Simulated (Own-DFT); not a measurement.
Simulation results for GaP (zincblende, atoms displaced)

All values are calculated (Own-DFT development build). A calculation, not a measurement: plane-wave PBE density functional theory by an unreviewed code, no spin, of a simulated periodic cell, stress positive in tension, free energy of the whole cell less one offset for each atom, forces on such cells passed a denser k mesh, this cell's mesh not checked; offsets are fitted by least squares, one for each functional and potential file, so energies compare only between cells with the same atoms and settings and are not formation energies; the far tail of each file's local potential was reset to the Coulomb form; each entry is a single point on an unrelaxed cell, so the pressure reflects the starting lattice, mostly measured values (interpolated for alloys), from which strain is counted, and rises with the displacements; printed positions are rounded, which can move forces by about a meV/angstrom; the program, named Own-DFT, is a retired in-house code; no spin-orbit coupling.

GaP (zincblende, atoms displaced)

```cif
# cell vector a (Å): 16.3515 0.0000 0.0000
# cell vector b (Å): 0.0000 10.9010 0.0000
# cell vector c (Å): 0.0000 0.0000 10.9010
data_GaP
_symmetry_space_group_name_H-M 'P 1'
_symmetry_Int_Tables_number 1
_cell_length_a 16.3515
_cell_length_b 10.9010
_cell_length_c 10.9010
_cell_angle_alpha 90.000
_cell_angle_beta 90.000
_cell_angle_gamma 90.000
_cell_volume 1943.08
loop_
_atom_site_label
_atom_site_type_symbol
_atom_site_fract_x
_atom_site_fract_y
_atom_site_fract_z
_atom_site_occupancy
Ga1 Ga 0.00255 0.00943 0.98218 1
Ga2 Ga 0.00996 0.24335 0.24945 1
Ga3 Ga 0.15641 0.00488 0.23968 1
Ga4 Ga 0.17882 0.26842 0.00337 1
P1 P 0.08733 0.11080 0.11538 1
P2 P 0.07591 0.36166 0.37569 1
P3 P 0.25974 0.12068 0.37854 1
P4 P 0.25132 0.37355 0.13253 1
Ga5 Ga 0.00152 0.99684 0.47717 1
Ga6 Ga 0.00139 0.25883 0.75807 1
Ga7 Ga 0.17919 0.97697 0.74208 1
Ga8 Ga 0.15994 0.24776 0.50563 1
P5 P 0.07152 0.11182 0.61218 1
P6 P 0.08385 0.40210 0.88895 1
P7 P 0.24212 0.12649 0.85913 1
P8 P 0.22643 0.36779 0.62198 1
Ga9 Ga 0.00931 0.52216 0.02191 1
Ga10 Ga 0.00198 0.74943 0.26834 1
Ga11 Ga 0.17460 0.47491 0.23486 1
Ga12 Ga 0.17853 0.75596 0.01632 1
P9 P 0.09438 0.63989 0.13975 1
P10 P 0.08877 0.86421 0.36990 1
P11 P 0.25571 0.61873 0.38472 1
P12 P 0.25182 0.86846 0.12747 1
Ga13 Ga 0.99755 0.50562 0.51511 1
Ga14 Ga 0.00388 0.76877 0.76091 1
Ga15 Ga 0.17930 0.49991 0.74161 1
Ga16 Ga 0.16721 0.72943 0.49424 1
P13 P 0.08753 0.63557 0.62397 1
P14 P 0.07580 0.85285 0.88521 1
P15 P 0.23301 0.62793 0.88907 1
P16 P 0.23174 0.86572 0.60973 1
Ga17 Ga 0.33385 0.00263 0.02270 1
Ga18 Ga 0.33513 0.23568 0.25803 1
Ga19 Ga 0.50504 0.01151 0.26220 1
Ga20 Ga 0.48956 0.24630 0.01527 1
P17 P 0.41955 0.13016 0.11482 1
P18 P 0.42468 0.38935 0.38221 1
P19 P 0.58691 0.12305 0.35882 1
P20 P 0.58014 0.37863 0.11299 1
Ga21 Ga 0.33793 0.01698 0.50676 1
Ga22 Ga 0.34692 0.23509 0.74137 1
Ga23 Ga 0.50004 0.98297 0.74234 1
Ga24 Ga 0.52122 0.25816 0.48446 1
P21 P 0.41360 0.12807 0.63067 1
P22 P 0.41264 0.37101 0.87551 1
P23 P 0.59339 0.12749 0.88104 1
P24 P 0.58255 0.37923 0.62648 1
Ga25 Ga 0.34199 0.49950 0.98670 1
Ga26 Ga 0.31854 0.76665 0.26224 1
Ga27 Ga 0.50696 0.49242 0.24845 1
Ga28 Ga 0.51932 0.75480 0.98868 1
P25 P 0.40977 0.62038 0.11280 1
P26 P 0.41865 0.87173 0.36306 1
P27 P 0.58150 0.63053 0.38772 1
P28 P 0.56606 0.86733 0.12953 1
Ga29 Ga 0.33121 0.52000 0.50613 1
Ga30 Ga 0.32300 0.75453 0.73193 1
Ga31 Ga 0.50161 0.50328 0.75200 1
Ga32 Ga 0.50044 0.75791 0.48097 1
P29 P 0.40744 0.63010 0.61592 1
P30 P 0.41235 0.87974 0.86673 1
P31 P 0.57538 0.61899 0.89386 1
P32 P 0.59712 0.89187 0.62358 1
Ga33 Ga 0.64986 0.01684 0.01375 1
Ga34 Ga 0.66519 0.24154 0.25537 1
Ga35 Ga 0.83095 0.00130 0.25870 1
Ga36 Ga 0.83666 0.23438 0.99918 1
P33 P 0.76771 0.11579 0.12198 1
P34 P 0.74615 0.36775 0.36365 1
P35 P 0.92492 0.12105 0.38701 1
P36 P 0.92799 0.38185 0.11413 1
Ga37 Ga 0.66961 0.01498 0.49687 1
Ga38 Ga 0.67100 0.24491 0.75681 1
Ga39 Ga 0.84726 0.01330 0.75483 1
Ga40 Ga 0.82654 0.25113 0.47442 1
P37 P 0.76092 0.10682 0.63011 1
P38 P 0.73382 0.37468 0.89416 1
P39 P 0.90934 0.14912 0.87753 1
P40 P 0.90773 0.35563 0.61808 1
Ga41 Ga 0.66493 0.47949 0.99331 1
Ga42 Ga 0.66664 0.73978 0.23272 1
Ga43 Ga 0.83995 0.49062 0.23428 1
Ga44 Ga 0.83581 0.76519 0.01922 1
P41 P 0.75374 0.61475 0.10713 1
P42 P 0.76512 0.87989 0.36983 1
P43 P 0.92568 0.61856 0.36416 1
P44 P 0.91137 0.88867 0.14800 1
Ga45 Ga 0.67679 0.48533 0.49211 1
Ga46 Ga 0.67541 0.74230 0.77037 1
Ga47 Ga 0.82424 0.50603 0.74347 1
Ga48 Ga 0.82985 0.76454 0.49386 1
P45 P 0.74742 0.63219 0.63662 1
P46 P 0.73571 0.86089 0.86194 1
P47 P 0.92171 0.65883 0.86209 1
P48 P 0.89872 0.87775 0.60142 1
```

Settings of this run: functional PBE, potential files PseudoDojo norm-conserving, scalar-relativistic, standard set, wave cutoff 42 hartree, occupations Fermi-Dirac, smearing width 0.1 eV, hardware one NVIDIA H200 and k mesh 2 x 3 x 3 centred on Gamma.

The calculation gives: free energy of cell above offsets -22.170 eV; pressure 7.26 GPa; stress xx -6.39 GPa; stress yy -7.58 GPa; stress zz -7.81 GPa; stress yz -2.69 GPa; stress xz -0.22 GPa; stress xy -0.49 GPa; wall time 961.9 s.

Force:
| element | x (eV/Å) | y (eV/Å) | z (eV/Å) |
| --- | --- | --- | --- |
| Ga | -1.063 | -0.857 | 0.806 |
| Ga | -1.536 | -0.971 | -1.183 |
| Ga | 2.387 | -1.791 | 2.025 |
| Ga | -2.19 | -1.607 | -1.692 |
| P | -0.844 | 3.11 | -1.412 |
| P | 1.754 | 2.1 | 0.582 |
| P | -3.005 | -0.017 | -0.263 |
| P | 4.893 | -2.006 | -1.986 |
| Ga | 0.652 | -2.666 | 1.989 |
| Ga | 0.663 | 0.37 | -0.705 |
| Ga | -3.554 | 2.278 | 2.298 |
| Ga | -1.249 | -1.965 | -1.802 |
| P | 1.591 | 0.5 | 2.262 |
| P | 0.515 | -1.527 | -1.174 |
| P | 1.466 | 0.037 | 1.342 |
| P | 5.076 | -0.064 | -0.104 |
| Ga | -0.557 | 1.108 | -1.676 |
| Ga | -0.145 | 0.669 | -2.306 |
| Ga | -3.837 | 3.449 | 3.963 |
| Ga | -2.97 | -0.708 | -1.121 |
| P | -0.062 | -0.754 | 0.722 |
| P | 0.641 | 1.257 | 0.745 |
| P | -1.812 | 0.489 | -3.219 |
| P | -0.019 | 3.452 | 0.701 |
| Ga | -0.143 | -0.8 | -0.343 |
| Ga | -1.632 | -1.216 | -5.636 |
| Ga | -2.809 | 1.961 | 2.012 |
| Ga | -0.687 | 0.586 | -1.115 |
| P | -1.436 | -1.195 | 1.54 |
| P | 3.942 | 3.798 | 2.517 |
| P | 3.217 | -1.227 | -2.152 |
| P | 3.671 | -0.139 | -1.521 |
| Ga | -0.616 | -0.447 | -2.851 |
| Ga | 1.15 | 2.144 | -0.43 |
| Ga | -2.889 | -2.13 | -2.346 |
| Ga | 3.343 | 2.723 | -3.74 |
| P | -1.749 | -2.495 | 4.182 |
| P | -1.051 | -1.565 | -0.083 |
| P | 1.045 | 0.28 | 2.844 |
| P | -0.064 | -1.766 | 2.04 |
| Ga | -0.328 | -2.701 | -0.331 |
| Ga | -4.328 | 3.181 | 3.036 |
| Ga | 0.315 | 1.416 | 0.494 |
| Ga | -2.416 | 0.303 | 0.73 |
| P | 4.793 | -2.083 | -3.037 |
| P | 1.184 | -0.895 | -1.386 |
| P | -3.728 | 0.991 | -1.401 |
| P | 1.563 | -0.554 | 0.388 |
| Ga | -2.359 | 0.844 | 0.632 |
| Ga | 1.89 | -2.547 | 0.267 |
| Ga | -0.888 | 1.815 | -0.196 |
| Ga | -5.401 | 1.411 | 0.46 |
| P | 1.568 | 1.487 | 1.703 |
| P | -0.762 | 1.939 | 0.883 |
| P | 2.089 | -1.896 | -2.081 |
| P | 2.702 | 2.151 | 1.634 |
| Ga | -0.031 | -4.129 | 0.139 |
| Ga | -0.075 | -0.041 | 1.583 |
| Ga | -1.322 | 0.275 | -0.247 |
| Ga | -0.065 | 0.683 | 2.545 |
| P | 2.982 | 1.296 | 2.159 |
| P | -0.055 | -0.924 | 0.851 |
| P | 3.025 | -2.623 | -3.365 |
| P | -1.413 | -2.192 | -0.304 |
| Ga | 2.342 | -2.788 | 1.307 |
| Ga | 1.183 | 1.124 | -3.506 |
| Ga | 1.978 | 2.216 | 0.386 |
| Ga | -2.26 | 4.625 | 2.511 |
| P | -3.538 | 0.148 | 0.823 |
| P | 0.786 | 0.933 | -1.23 |
| P | -2.438 | 2.276 | -3.371 |
| P | -0.683 | -1.893 | 0.38 |
| Ga | 1.105 | -1.108 | -0.306 |
| Ga | 0.352 | 0.149 | -1.352 |
| Ga | -0.912 | -2.498 | -0.149 |
| Ga | 1.179 | -1.699 | 2.233 |
| P | -1.589 | 3.073 | -1.165 |
| P | 6.258 | -4.019 | -4.87 |
| P | 4.024 | -3.025 | -2.67 |
| P | 0.246 | 2.055 | 0.687 |
| Ga | -3.099 | 5.23 | 3.363 |
| Ga | 0.259 | 0.357 | 1.057 |
| Ga | -0.343 | 0.684 | 0.475 |
| Ga | -0.209 | -0.015 | -1.902 |
| P | -0.558 | -0.209 | 0.888 |
| P | -5.23 | -0.705 | -0.109 |
| P | -2.389 | -0.863 | 1.807 |
| P | 2.567 | -1.23 | -2.043 |
| Ga | -1.344 | 2.176 | 1.81 |
| Ga | -5.221 | -4.535 | -3.824 |
| Ga | 1.721 | -1.123 | 1.457 |
| Ga | -0.72 | -4.76 | -0.642 |
| P | -0.322 | -0.521 | -3.113 |
| P | 5.425 | 6.947 | 6.02 |
| P | -2.431 | -3.327 | 2.648 |
| P | 4.833 | 2.724 | 3.533 |
